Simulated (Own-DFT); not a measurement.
## Calculated data, SiC (4H silicon carbide, atoms displaced)

A calculation, not a measurement: plane-wave PBE density functional theory by an unreviewed code, no spin, of a simulated periodic cell, stress positive in tension, free energy of the whole cell less one offset for each atom, forces on such cells passed a denser k mesh, this cell's mesh not checked; offsets are fitted by least squares, one for each functional and potential file, so energies compare only between cells with the same atoms and settings and are not formation energies; the far tail of each file's local potential was reset to the Coulomb form; each entry is a single point on an unrelaxed cell, so the pressure reflects the starting lattice, mostly measured values (interpolated for alloys), from which strain is counted, and rises with the displacements; printed positions are rounded, which can move forces by about a meV/angstrom; the program, named Own-DFT, is a retired in-house code; no spin-orbit coupling. Program: Own-DFT development build.

Common to all runs: functional PBE; potential files PseudoDojo norm-conserving, scalar-relativistic, standard set; wave cutoff 42 hartree; occupations Fermi-Dirac; smearing width 0.1 eV; hardware one NVIDIA H100; k mesh 4 x 4 x 3 centred on Gamma.

```json
{"entry": 1, "formula": "SiC", "kind": "4H silicon carbide, atoms displaced", "structure": {"cell_angstrom": [[9.2481, 0.0, 0.0], [-4.6241, 8.0091, 0.0], [0.0, 0.0, 10.0681]], "atoms_fractional": [["Si", 0.00846, 0.99913, 0.40352], ["Si", 0.1137, 0.2191, 0.13898], ["C", 0.99154, 0.99343, 0.08863], ["C", 0.11152, 0.22808, 0.35051], ["Si", 0.01068, 0.33946, 0.40308], ["Si", 0.11124, 0.55594, 0.16009], ["C", 0.98483, 0.33082, 0.09698], ["C", 0.1065, 0.54419, 0.34281], ["Si", 0.98935, 0.6593, 0.40697], ["Si", 0.11107, 0.88297, 0.15647], ["C", 0.99526, 0.66338, 0.09591], ["C", 0.11053, 0.89636, 0.33639], ["Si", 0.32911, 0.98975, 0.40921], ["Si", 0.45198, 0.22928, 0.15026], ["C", 0.33549, 0.99819, 0.10356], ["C", 0.4472, 0.21936, 0.34308], ["Si", 0.33314, 0.34337, 0.39892], ["Si", 0.43692, 0.55677, 0.16418], ["C", 0.33268, 0.32995, 0.08536], ["C", 0.43897, 0.54995, 0.34533], ["Si", 0.33507, 0.67025, 0.39982], ["Si", 0.45615, 0.88619, 0.15146], ["C", 0.33092, 0.65989, 0.09464], ["C", 0.44861, 0.89879, 0.34454], ["Si", 0.66397, 0.00311, 0.40419], ["Si", 0.77927, 0.22784, 0.14837], ["C", 0.65459, 0.99762, 0.08821], ["C", 0.78158, 0.22508, 0.34934], ["Si", 0.6675, 0.32287, 0.41491], ["Si", 0.77612, 0.54741, 0.1497], ["C", 0.6566, 0.32949, 0.10017], ["C", 0.77705, 0.55607, 0.33742], ["Si", 0.67074, 0.65996, 0.40636], ["Si", 0.77878, 0.88979, 0.15721], ["C", 0.66523, 0.65739, 0.09881], ["C", 0.78582, 0.8919, 0.34055], ["Si", 0.0033, 0.01855, 0.90885], ["Si", 0.89758, 0.79322, 0.65189], ["C", 0.00351, 0.01013, 0.59402], ["C", 0.89047, 0.78226, 0.84524], ["Si", 0.01154, 0.66614, 0.90035], ["Si", 0.87942, 0.43095, 0.6512], ["C", 0.99658, 0.666, 0.58424], ["C", 0.88971, 0.44273, 0.84489], ["Si", 0.00242, 0.32607, 0.89397], ["Si", 0.88386, 0.10432, 0.65753], ["C", 0.00782, 0.33514, 0.59232], ["C", 0.88629, 0.12262, 0.84285], ["Si", 0.67904, 0.00906, 0.90878], ["Si", 0.54608, 0.77864, 0.65224], ["C", 0.67631, 0.99664, 0.60285], ["C", 0.53711, 0.7686, 0.83739], ["Si", 0.68438, 0.67216, 0.9081], ["Si", 0.55456, 0.43498, 0.65953], ["C", 0.66561, 0.66866, 0.60802], ["C", 0.5684, 0.44705, 0.85099], ["Si", 0.66991, 0.3376, 0.91638], ["Si", 0.5372, 0.10758, 0.65507], ["C", 0.671, 0.34847, 0.5937], ["C", 0.56898, 0.12091, 0.85408], ["Si", 0.33936, 0.00416, 0.92547], ["Si", 0.21682, 0.76692, 0.65833], ["C", 0.3452, 0.00723, 0.5857], ["C", 0.22061, 0.77815, 0.84471], ["Si", 0.33495, 0.66064, 0.90064], ["Si", 0.23578, 0.46552, 0.65497], ["C", 0.32984, 0.66876, 0.5893], ["C", 0.22078, 0.43457, 0.84878], ["Si", 0.33886, 0.34505, 0.90906], ["Si", 0.22478, 0.1063, 0.65156], ["C", 0.32412, 0.32574, 0.597], ["C", 0.22998, 0.11066, 0.845]]}, "results": {"free_energy_of_cell_above_offsets [eV]": "-2.852", "pressure [GPa]": 6.23, "stress_xx [GPa]": -7.66, "stress_yy [GPa]": -5.18, "stress_zz [GPa]": -5.84, "stress_yz [GPa]": 0.46, "stress_xz [GPa]": 1.18, "stress_xy [GPa]": -1.95, "force_element": ["Si", "Si", "C", "C", "Si", "Si", "C", "C", "Si", "Si", "C", "C", "Si", "Si", "C", "C", "Si", "Si", "C", "C", "Si", "Si", "C", "C", "Si", "Si", "C", "C", "Si", "Si", "C", "C", "Si", "Si", "C", "C", "Si", "Si", "C", "C", "Si", "Si", "C", "C", "Si", "Si", "C", "C", "Si", "Si", "C", "C", "Si", "Si", "C", "C", "Si", "Si", "C", "C", "Si", "Si", "C", "C", "Si", "Si", "C", "C", "Si", "Si", "C", "C"], "force_x [eV/angstrom]": [-2.458, -1.85, 1.086, 1.571, -1.499, -0.687, 4.099, -0.227, 0.939, -0.841, 1.439, 1.944, -1.095, -2.608, 0.133, -0.846, 1.421, 2.211, -0.114, 0.448, -0.498, -3.926, -0.554, 0.8, 2.506, -1.931, 4.17, 0.505, -1.614, -0.603, 3.188, 0.581, -1.233, -0.5, -1.238, -1.223, 1.79, -0.59, 1.176, 2.035, -3.05, 1.598, 0.311, 0.407, -2.13, 1.325, -0.948, 2.08, -2.697, 2.093, -4.002, 3.708, -3.228, -2.233, 0.03, -1.664, 0.661, 5.694, 0.475, -1.89, 0.13, -1.181, -3.525, 2.099, -2.061, 0.011, 0.382, -0.714, 2.792, -0.806, 1.18, -0.754], "force_y [eV/angstrom]": [1.865, 0.122, 1.008, -1.415, -2.445, -0.698, 1.063, 3.816, 0.824, 0.642, 0.062, -2.202, 2.429, -2.402, -0.249, 0.433, -3.884, -1.057, 0.915, 3.081, -0.331, -0.947, 0.981, -2.377, 0.056, -2.112, 1.557, -0.359, 1.643, 1.213, 1.139, -1.585, 1.294, -1.044, 1.476, -0.507, -2.531, -2.315, -1.248, 1.697, -0.363, 2.178, 0.185, 0.215, 3.572, 2.71, 0.016, -3.1, -2.378, -0.269, 0.257, 2.254, -1.235, 2.325, -0.528, 0.125, -0.204, 2.531, -3.659, -1.291, -0.132, 1.711, -3.36, 0.624, -0.29, -5.156, 1.344, 2.33, -1.88, 0.965, 2.19, 0.706], "force_z [eV/angstrom]": [0.441, 3.179, 0.728, -2.602, 1.546, -1.075, -2.472, -0.013, -2.056, -0.894, -1.105, 1.845, -2.683, 2.904, -0.063, 0.219, 2.273, -2.011, 2.23, 0.003, 0.428, 1.615, -0.412, -0.822, 1.182, 2.848, 0.573, -1.129, -2.44, 1.806, -1.685, 0.856, 0.85, -0.3, -0.748, 1.099, -1.716, 1.261, -0.651, -0.765, 1.322, 1.244, 2.511, -0.606, 2.726, -0.391, 0.5, -0.686, -1.388, 0.996, -2.385, 0.869, -0.097, 0.917, -2.611, -0.712, -1.439, 2.639, -0.143, -1.184, -3.346, -0.637, 0.978, -0.166, 1.876, 0.661, -0.915, -1.711, -1.998, 1.429, -0.805, 0.307], "wall_time [s]": 348.9}}
{"entry": 2, "formula": "SiC", "kind": "4H silicon carbide, atoms displaced", "structure": {"cell_angstrom": [[9.2481, 0.0, 0.0], [-4.6241, 8.0091, 0.0], [0.0, 0.0, 10.0681]], "atoms_fractional": [["Si", 0.99634, 0.99834, 0.40392], ["Si", 0.09865, 0.22316, 0.15952], ["C", 0.00692, 0.98826, 0.0916], ["C", 0.10835, 0.21674, 0.34778], ["Si", 0.00455, 0.33789, 0.40026], ["Si", 0.12354, 0.56603, 0.15299], ["C", 0.00371, 0.32461, 0.0917], ["C", 0.11236, 0.55202, 0.34826], ["Si", 0.99393, 0.66848, 0.39601], ["Si", 0.10094, 0.89209, 0.15371], ["C", 0.00289, 0.66747, 0.09917], ["C", 0.11596, 0.88447, 0.34412], ["Si", 0.33359, 0.00444, 0.4009], ["Si", 0.45022, 0.23676, 0.15936], ["C", 0.33071, 0.99001, 0.09808], ["C", 0.43488, 0.2109, 0.34444], ["Si", 0.33592, 0.34131, 0.40867], ["Si", 0.44704, 0.55522, 0.16939], ["C", 0.34154, 0.34388, 0.09526], ["C", 0.44385, 0.55332, 0.34842], ["Si", 0.32739, 0.6621, 0.4094], ["Si", 0.43607, 0.88695, 0.16031], ["C", 0.33994, 0.6737, 0.09372], ["C", 0.4373, 0.88065, 0.35331], ["Si", 0.6767, 0.00546, 0.41469], ["Si", 0.76415, 0.21116, 0.16171], ["C", 0.66657, 0.00125, 0.08905], ["C", 0.78044, 0.22447, 0.34923], ["Si", 0.6605, 0.32155, 0.4128], ["Si", 0.77335, 0.54609, 0.16349], ["C", 0.64814, 0.3303, 0.08691], ["C", 0.77704, 0.56664, 0.3431], ["Si", 0.66969, 0.67407, 0.40237], ["Si", 0.77958, 0.8892, 0.16737], ["C", 0.66883, 0.67217, 0.09412], ["C", 0.78156, 0.89137, 0.3363], ["Si", 0.00424, 0.00689, 0.91997], ["Si", 0.88314, 0.77474, 0.65811], ["C", 0.00685, 0.01249, 0.59141], ["C", 0.87943, 0.76999, 0.8348], ["Si", 0.00111, 0.66452, 0.9028], ["Si", 0.89528, 0.45486, 0.6447], ["C", 0.99295, 0.66574, 0.59211], ["C", 0.89928, 0.44939, 0.84281], ["Si", 0.00473, 0.33332, 0.91134], ["Si", 0.87995, 0.10863, 0.65448], ["C", 0.01424, 0.34723, 0.5816], ["C", 0.89461, 0.12294, 0.83687], ["Si", 0.66347, 0.99473, 0.90604], ["Si", 0.5488, 0.7768, 0.64538], ["C", 0.66439, 0.99888, 0.59154], ["C", 0.55692, 0.78272, 0.84245], ["Si", 0.66831, 0.66921, 0.90697], ["Si", 0.55703, 0.4489, 0.65385], ["C", 0.66871, 0.69382, 0.58829], ["C", 0.5546, 0.43987, 0.83374], ["Si", 0.66429, 0.32883, 0.9031], ["Si", 0.5606, 0.1129, 0.65239], ["C", 0.66915, 0.33056, 0.59474], ["C", 0.56561, 0.11855, 0.85951], ["Si", 0.3276, 0.98805, 0.89872], ["Si", 0.20907, 0.76918, 0.65341], ["C", 0.32907, 0.00974, 0.60609], ["C", 0.22698, 0.78572, 0.84597], ["Si", 0.32591, 0.66944, 0.91217], ["Si", 0.21429, 0.43871, 0.65625], ["C", 0.33501, 0.67415, 0.58666], ["C", 0.22759, 0.44654, 0.84418], ["Si", 0.33656, 0.3393, 0.90407], ["Si", 0.21868, 0.11032, 0.64512], ["C", 0.32611, 0.3303, 0.5947], ["C", 0.22726, 0.1029, 0.85632]]}, "results": {"free_energy_of_cell_above_offsets [eV]": "-3.172", "pressure [GPa]": 6.53, "stress_xx [GPa]": -5.37, "stress_yy [GPa]": -6.59, "stress_zz [GPa]": -7.64, "stress_yz [GPa]": 0.22, "stress_xz [GPa]": -1.09, "stress_xy [GPa]": 1.37, "force_element": ["Si", "Si", "C", "C", "Si", "Si", "C", "C", "Si", "Si", "C", "C", "Si", "Si", "C", "C", "Si", "Si", "C", "C", "Si", "Si", "C", "C", "Si", "Si", "C", "C", "Si", "Si", "C", "C", "Si", "Si", "C", "C", "Si", "Si", "C", "C", "Si", "Si", "C", "C", "Si", "Si", "C", "C", "Si", "Si", "C", "C", "Si", "Si", "C", "C", "Si", "Si", "C", "C", "Si", "Si", "C", "C", "Si", "Si", "C", "C", "Si", "Si", "C", "C"], "force_x [eV/angstrom]": [1.658, 4.86, -6.221, -0.141, 0.283, -0.821, -3.764, -1.117, 1.761, 6.537, -0.869, -2.257, 0.384, -1.848, -1.875, 0.572, 0.007, -0.27, -1.543, -0.096, 0.34, 1.588, 0.381, 1.269, -1.537, 0.378, 0.448, -0.299, -0.776, -0.34, 3.923, 0.331, -0.721, -0.464, 0.399, -0.723, 0.144, -0.15, -1.758, 1.204, -1.035, 0.789, -0.464, -0.662, -0.51, 2.043, -2.791, 0.233, 0.786, -1.289, -0.048, -0.575, -0.746, -0.601, 3.017, 0.004, 0.302, -1.538, -0.587, -0.831, 1.486, 1.251, 2.972, -0.546, 2.332, 1.528, -0.993, -1.232, 1.124, -0.657, 1.108, -2.752], "force_y [eV/angstrom]": [-0.128, -1.316, 3.575, 1.123, -0.941, -1.58, 2.151, 1.097, -0.369, -2.502, -0.866, 1.139, -2.622, -3.76, 1.862, 3.801, -2.47, 0.885, -0.839, 1.245, 0.531, 0.586, -1.149, 1.677, -1.245, 1.495, -1.107, -0.395, 1.534, 1.429, 1.314, -2.665, -0.142, 0.03, -0.828, 0.371, -0.749, 2.016, -2.515, 1.251, 0.799, -2.356, 1.218, -1.028, 0.42, 1.691, -2.095, -1.85, 1.643, 1.303, 0.494, -1.441, -0.736, 0.041, -3.857, 1.064, 2.573, -0.45, 1.236, -3.058, 4.109, 2.202, -2.335, -4.139, -0.023, 1.867, -1.682, 0.351, -1.515, 1.182, 1.464, 1.984], "force_z [eV/angstrom]": [0.83, 0.382, 1.552, -1.209, 0.576, 0.984, 0.646, -2.031, 1.589, 2.066, -1.047, -0.449, 2.186, -0.588, -0.909, 0.034, 0.161, -3.273, 0.215, 0.557, -0.846, 0.397, 0.978, -1.083, -2.588, -1.626, 2.15, -0.712, -1.17, -2.7, 1.481, 1.006, 0.796, -5.575, 1.08, 4.091, -5.018, -1.463, -0.373, 2.942, 0.94, 2.1, -1.489, -0.343, -1.877, -0.123, 1.337, 1.954, -0.235, 3.18, 0.844, -0.611, -0.533, -0.781, -0.899, 1.882, -0.083, 2.401, -0.259, -3.414, 3.335, 0.44, -2.752, -1.859, -1.536, 0.389, 2.051, 0.097, 0.583, 3.652, -0.478, -1.951], "wall_time [s]": 358.4}}
```
